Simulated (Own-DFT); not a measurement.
# What random displacements cost in beta-Si3N4, 42 atoms (N24Si18)

These are calculations, not measurements. The program, named Own-DFT, is a retired in-house plane-wave density functional code that no person has reviewed. Each row is one single-point run on a periodic cell that was not relaxed, without spin or spin-orbit coupling.

Settings of every run: PBEsol; PseudoDojo norm-conserving scalar-relativistic files, made for PBE; cutoff 42 hartree; 3 x 3 x 3 k mesh centred on Gamma; Fermi-Dirac smearing of 0.1 eV.

Known limits, some of them of some rows only: some atoms lie very close together; forces on such cells passed a denser k mesh, each cell not checked; stress not checked against mesh or cutoff.

Cell vectors in Å: (7.606, 0.000, 0.000); (-3.803, 6.587, 0.000); (0.000, 0.000, 8.727). In each run every atom was moved at random and independently from its ideal site; u is the rms move along one axis. E is the free energy for each atom above the fitted value at u = 0, and F the rms of the force components.

```
run   u (Å)  E (meV/atom)  F (eV/Å)  largest force (eV/Å)  P (GPa)
  1  0.0207          20.0     0.962                  3.37     3.31
  2  0.0214             ?         ?                     ?        ?
  3  0.0216          17.3     0.901                  2.77     3.11
  4  0.0481         115.0     2.227                 11.06     5.97
  5  0.0544         138.1     2.250                  9.75     6.42
  6  0.0886         337.1     3.243                 10.69    10.04
  7  0.0902         329.2     3.668                 15.03    11.14
  8  0.0975         405.4     4.063                 14.14    12.02
  9  0.1469         870.1     6.926                 29.34    25.75
```

## Worked fit

For small independent moves the energy grows as E = (3/2) K u², with K the mean stiffness felt by one atom. The runs with u up to 0.11 Å give K = 29.2 ± 1.2 eV/Å², with residuals divided by u² + 0.0006 Å², since the noise grows with the moves. The scatter is 9.7 meV/atom at u = 0.05 Å. The forces follow F = G u with G = 42.2 eV/Å²; no force at u = 0 is resolved. G exceeds K because the moves of its neighbours add to the force on an atom, and stiffness differs between atoms. At u = 0.147 Å the parabola gives 946 meV/atom and the run 870. The pressure follows P = 3.17 + 941 u² GPa: at fixed volume, shortened bonds push harder than stretched ones pull.

## Withheld run

Question: what energy and rms force should run 2 give?

The fit gives 20 ± 3 meV/atom and about 0.90 eV/Å. The calculation gave 19.9 meV/atom and 0.952 eV/Å.
